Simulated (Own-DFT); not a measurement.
# What a defect does to the pressure of its cell: C11b WSi2

The numbers are computed, not measured, by runs of the plane-wave DFT program Own-DFT (in-house, retired, unreviewed) at fixed positions, with no spin and no spin-orbit coupling.

Settings: PBE; PseudoDojo norm-conserving scalar-relativistic files; cutoff 50 hartree; 5 x 5 x 5 k mesh centred on Gamma; cold (Marzari-Vanderbilt) smearing of 0.2 eV.

Caveats: forces on such cells failed a check on a denser k mesh; stress not checked against mesh or cutoff.

All runs share one cell, with vectors in Å (-2.148, -5.953, 3.409); (-6.444, 2.976, 1.136); (-2.553, -2.948, -6.757) and a volume of 403.2 Å³. The atoms are randomly displaced, by u rms on each axis. The defect's site can differ from row to row.

| cell | formula | u (Å) | P (GPa) |
|---|---|---|---|
| no defect | Si20W10 | 0.0200 | 4.51 |
| no defect | Si20W10 | 0.0211 | 4.38 |
| no defect | Si20W10 | 0.0555 | 6.72 |
| one W on a Si site | Si19W11 | 0.0344 | 10.61 |
| one W on a Si site | Si19W11 | 0.0355 | 9.70 |
| one W on a Si site | Si19W11 | 0.0459 | 10.74 |
| one Si on a W site | Si21W9 | 0.0285 | 6.05 |
| one Si on a W site | Si21W9 | 0.0511 | 8.30 |
| one Si on a W site | Si21W9 | 0.0520 | 7.87 |
| one Si vacancy | Si19W10 | 0.0314 | 3.43 |
| one Si vacancy | Si19W10 | 0.0334 | ? |
| one Si vacancy | Si19W10 | 0.0471 | 4.11 |
| one Si vacancy | Si19W10 | 0.0530 | 4.72 |

## What the rows give

P = P0 + c u² + a shift for each defect gives P0 = 4.07 GPa, c = 867 ± 115 GPa/Å² and a scatter of 0.35 GPa. The shifts, and each times the cell's volume:

- one W on a Si site: 4.96 ± 0.29 GPa, 12.5 eV
- one Si on a W site: 1.56 ± 0.30 GPa, 3.9 eV
- one Si vacancy: -1.72 ± 0.30 GPa, -4.3 eV

Against the defect-free cell, a freed cell would be larger where the shift is positive and smaller where it is negative (160.2 GPa Å³ is 1 eV). The atoms around the defects weren't relaxed, which would change these numbers.

## The run left out

The question: what pressure belongs in the blank (one Si vacancy, u = 0.0334 Å)?

The fitted form gives 3.32 ± 0.42 GPa. DFT gave 3.71 GPa.
